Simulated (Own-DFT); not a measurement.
# Shaking the atoms of beta-Si3N4, 42 atoms (N24Si18)

All numbers below are calculated, not measured. They come from Own-DFT, an in-house plane-wave density functional program, since retired, whose code no person has reviewed. Each row is one single-point run on a periodic cell that was not relaxed, without spin or spin-orbit coupling.

Settings of every run: PBE; PseudoDojo norm-conserving scalar-relativistic files; cutoff 42 hartree; 3 x 3 x 3 k mesh centred on Gamma; Fermi-Dirac smearing of 0.1 eV.

Known limits, some of them of some rows only: some atoms lie very close together; forces on such cells passed a denser k mesh, each cell not checked; stress not checked against mesh or cutoff.

Cell vectors in Å: (7.606, 0.000, 0.000); (-3.803, 6.587, 0.000); (0.000, 0.000, 8.727). In each run every atom was moved at random and independently from its ideal site; u is the rms move along one axis. E is the free energy for each atom above the fitted value at u = 0, and F the rms of the force components.

| run | u (Å) | E (meV/atom) | F (eV/Å) | largest force (eV/Å) | P (GPa) |
|---|---|---|---|---|---|
| 1 | 0.0190 | 18.9 | 0.823 | 3.30 | 5.56 |
| 2 | 0.0199 | 16.3 | 0.758 | 2.92 | 5.32 |
| 3 | 0.0204 | ? | ? | ? | ? |
| 4 | 0.0475 | 112.7 | 1.971 | 7.32 | 8.05 |
| 5 | 0.0504 | 95.9 | 1.698 | 5.77 | 7.50 |
| 6 | 0.0966 | 404.4 | 3.961 | 14.79 | 14.70 |
| 7 | 0.1000 | 511.9 | 4.554 | 16.71 | 16.58 |
| 8 | 0.1127 | 636.7 | 6.053 | 25.88 | 23.03 |
| 9 | 0.1423 | 932.5 | 7.773 | 40.35 | 28.73 |

## Worked fit

For small independent moves the energy grows as E = (3/2) K u², with K the mean stiffness felt by one atom. The runs with u up to 0.11 Å give K = 30.5 ± 2.1 eV/Å², with residuals divided by u² + 0.0006 Å², since the noise grows with the moves. The scatter is 15.1 meV/atom at u = 0.05 Å. The forces follow F = G u with G = 40.7 eV/Å²; no force at u = 0 is resolved. G exceeds K because the moves of its neighbours add to the force on an atom, and stiffness differs between atoms. At u = 0.142 Å the parabola gives 928 meV/atom and the run 932. The pressure follows P = 5.07 + 1097 u² GPa: at fixed volume, shortened bonds push harder than stretched ones pull.

## Withheld run

Question: what energy and rms force should run 3 give?

The fit gives 19 ± 5 meV/atom and about 0.83 eV/Å. The calculation gave 17.4 meV/atom and 0.767 eV/Å.
